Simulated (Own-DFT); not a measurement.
# What a defect does to the pressure of its cell: C40 NbSi2

The numbers are computed, not measured, by runs of the plane-wave DFT program Own-DFT (in-house, retired, unreviewed) at fixed positions, with no spin and no spin-orbit coupling.

Settings: PBE; PseudoDojo norm-conserving scalar-relativistic files; cutoff 42 hartree; 4 x 4 x 5 k mesh centred on Gamma; cold (Marzari-Vanderbilt) smearing of 0.2 eV.

Known weak points: forces on such cells failed a check on a denser k mesh; stress not checked against mesh or cutoff.

All runs share one cell, with vectors in Å (0.000, 8.324, 0.000); (-9.613, 0.000, 0.000); (0.000, 0.000, 6.586) and a volume of 527.0 Å³. The atoms are randomly displaced, by u rms on each axis. The defect's site can differ from row to row.

```
                    cell   formula   u (Å)  P (GPa)
               no defect  Nb12Si24  0.0185     1.46
               no defect  Nb12Si24  0.0220     1.61
               no defect  Nb12Si24  0.0495     2.90
        two Nb vacancies  Nb10Si24  0.0283    -0.15
        two Nb vacancies  Nb10Si24  0.0284     0.10
        two Nb vacancies  Nb10Si24  0.0461     0.18
two Nb on a Si site each  Nb14Si22  0.0275     7.46
two Nb on a Si site each  Nb14Si22  0.0314     7.69
two Nb on a Si site each  Nb14Si22  0.0476     8.37
          one Si vacancy  Nb12Si23  0.0318     1.19
          one Si vacancy  Nb12Si23  0.0440     1.65
          one Si vacancy  Nb12Si23  0.0454     1.47
two Si on a Nb site each  Nb10Si26  0.0281     1.54
two Si on a Nb site each  Nb10Si26  0.0310     1.80
two Si on a Nb site each  Nb10Si26  0.0441        ?
two Si on a Nb site each  Nb10Si26  0.0528     2.21
```

## Analysis

P = P0 + c u² + a shift for each defect gives P0 = 1.50 GPa, c = 450 ± 74 GPa/Å² and a scatter of 0.21 GPa. The shifts, and each times the cell's volume:

- two Nb on a Si site each: 5.74 ± 0.18 GPa, 18.9 eV (9.4 eV for each of its 2 sites)
- two Si on a Nb site each: -0.33 ± 0.18 GPa, -1.1 eV (-0.5 eV for each of its 2 sites) (not resolved)
- one Si vacancy: -0.81 ± 0.18 GPa, -2.7 eV
- two Nb vacancies: -2.02 ± 0.17 GPa, -6.6 eV (-3.3 eV for each of its 2 sites)

Positive is outwards. The product with the volume (160.2 GPa Å³ to the eV) is nearly free of the cell's size; divided by the bulk modulus at the cell's pressure it gives the volume that the defect adds. The atoms around the defects weren't relaxed, which would change these numbers.

## Check

Asked: what pressure belongs in the blank (two Si on a Nb site each, u = 0.0441 Å)?

From the fit: 2.04 ± 0.25 GPa. DFT gave 2.03 GPa.
